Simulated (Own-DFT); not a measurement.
# Strain and stress in 2H SiC, 32 atoms (C16Si16)

These are calculations, not measurements. They come from Own-DFT, an in-house plane-wave density functional program, since retired, whose code no person has reviewed. Each row is one single-point run on a periodic cell that was not relaxed, without spin or spin-orbit coupling.

Settings of every run: PBE; PseudoDojo norm-conserving scalar-relativistic files; cutoff 42 hartree; 5 x 5 x 3 k mesh centred on Gamma; Fermi-Dirac smearing of 0.1 eV.

Known limits: forces on such cells passed a denser k mesh, each cell not checked; stress not checked against mesh or cutoff.

Unstrained cell vectors in Å: (6.165, 0.000, 0.000); (-3.083, 5.339, 0.000); (0.000, 0.000, 10.068). The unstrained cell has measured lattice constants (interpolated for alloys), not those of this functional. That, the random moves and any unrelaxed bonds set the pressure at no strain. Each run strains this cell uniformly, with the atoms carried along. Every atom was also moved at random, by a Gaussian of width 0.05 Å on each axis. Strain is the symmetric tensor, in per cent. Stress is positive in tension, and the pressure is minus a third of its trace.

| run | e_xx (%) | e_yy (%) | e_zz (%) | e_yz (%) | e_xz (%) | e_xy (%) | s_xx (GPa) | s_yy (GPa) | s_zz (GPa) | s_yz (GPa) | s_xz (GPa) | s_xy (GPa) | P (GPa) | E (meV/atom) |
|---|---|---|---|---|---|---|---|---|---|---|---|---|---|---|
| 1 | -1.97 | -0.92 | -0.76 | 0.67 | -0.55 | -0.66 | -16.20 | -14.41 | -12.63 | 2.10 | -2.79 | -4.98 | 14.41 | 59.9 |
| 2 | 0.56 | 0.93 | -1.53 | -1.32 | 1.72 | -0.36 | -0.15 | -0.34 | -16.82 | -3.52 | 6.23 | -2.62 | 5.77 | 41.4 |
| 3 | 1.62 | -0.79 | 1.68 | 1.98 | -0.48 | -0.07 | 4.37 | -4.98 | 2.24 | 5.85 | -1.61 | -1.47 | -0.54 | 16.5 |
| 4 | 0.91 | 0.81 | 1.59 | -0.78 | -0.68 | -0.99 | 4.52 | -0.16 | 3.16 | -2.19 | -2.25 | -3.50 | -2.50 | 0.0 |
| 5 | -0.45 | 1.91 | 1.57 | -1.21 | 1.11 | -0.96 | -5.67 | 4.60 | 2.38 | -4.65 | 2.25 | -5.31 | -0.44 | 50.6 |
| 6 | -1.91 | -2.00 | 1.70 | -1.53 | 1.18 | 0.25 | -18.86 | -17.96 | 1.93 | -5.66 | 5.71 | -0.02 | 11.63 | 64.9 |
| 7 | -0.69 | -1.92 | -0.59 | -0.83 | -1.78 | -1.25 | -7.68 | -17.13 | -15.23 | -3.67 | -4.21 | -6.51 | 13.35 | 70.2 |
| 8 | 0.37 | -1.44 | -1.97 | 0.60 | 0.86 | -1.61 | -8.90 | -11.26 | -17.84 | 2.92 | 3.80 | -7.75 | 12.67 | 51.9 |
| 9 | -0.09 | -1.46 | -1.82 | 1.92 | 1.43 | -1.70 | -5.98 | -11.98 | -20.85 | 4.58 | 4.42 | -7.11 | 12.94 | 50.5 |
| 10 | 0.25 | 1.94 | -0.92 | 1.24 | 1.10 | -1.62 | -2.16 | 5.56 | -14.01 | 4.17 | 2.72 | -8.25 | 3.54 | 57.3 |
| 11 | -0.02 | -0.85 | 0.46 | 0.33 | -0.67 | 1.08 | -5.77 | -7.91 | -5.56 | 0.79 | -4.04 | 4.95 | 6.41 | 33.7 |
| 12 | 0.52 | 1.23 | -0.92 | 0.70 | -0.82 | 1.02 | 1.20 | 1.50 | -12.77 | 1.65 | -2.13 | 5.25 | 3.36 | 23.8 |
| 13 | 0.77 | 1.95 | 1.43 | 1.36 | -1.93 | -1.94 | 0.53 | 7.63 | 0.38 | 3.90 | -6.69 | -8.49 | -2.85 | 59.1 |
| 14 | -0.15 | -1.16 | -0.50 | 0.56 | -0.86 | 0.87 | -5.80 | -13.73 | -10.04 | 2.70 | -2.17 | 5.95 | 9.86 | 46.3 |
| 15 | -0.64 | -1.09 | 0.19 | -0.15 | -0.19 | -0.48 | -8.27 | -10.18 | -7.47 | 0.53 | -1.41 | -2.82 | 8.64 | 37.4 |
| 16 | 0.29 | -1.36 | -1.91 | -0.16 | 0.48 | -0.72 | -3.52 | -14.91 | -19.39 | -1.04 | 1.56 | -3.89 | 12.61 | 57.6 |
| 17 | -1.81 | -1.66 | -0.08 | 1.90 | -0.42 | -0.32 | -18.88 | -17.44 | -7.24 | 6.50 | -4.23 | 0.32 | 14.52 | 71.4 |
| 18 | -1.70 | -1.76 | 1.13 | 1.51 | 1.18 | -1.03 | ? | ? | ? | ? | ? | ? | ? | ? |

E is the free energy for each atom above the lowest run shown.

## Worked fit

Each stress component was fitted by least squares to a constant and the strains of the runs shown, as fractions, with shears doubled. Shear strains stay in the fit of a normal stress only where such slopes are resolved. The slopes, in GPa:

```
stress  at no strain  per e_xx  per e_yy  per e_zz  scatter
  s_xx          -4.5  604 ± 58   96 ± 42   19 ± 40     2.06
  s_yy          -5.1  187 ± 39  514 ± 28   50 ± 27     1.38
  s_zz          -7.9    9 ± 40   21 ± 29  607 ± 28     1.43
```

Each shear stress against twice its own strain: yz 158 ± 11, xz 158 ± 15, xy 241 ± 17 GPa. These are stiffnesses along x, y and z of the frame in which the cell vectors are given, which need not be the crystal's axes. The atoms are held to the strained lattice; where symmetry lets them move under strain, relaxing them would lower some slopes. The table should be nearly symmetric about its diagonal, and what it lacks of that shows the noise. A ninth of its sum, 234 ± 5 GPa, estimates the bulk modulus near the mean pressure of these runs, 7.3 GPa, so it lies above the value at zero pressure.

## Withheld run

Question: what normal stresses and pressure should run 18 give?

The fit gives s_xx = -16.2, s_yy = -16.8, s_zz = -1.5 and P = 11.5 GPa. The calculation gave -17.86, -14.65, -1.73 and P = 11.41 GPa.
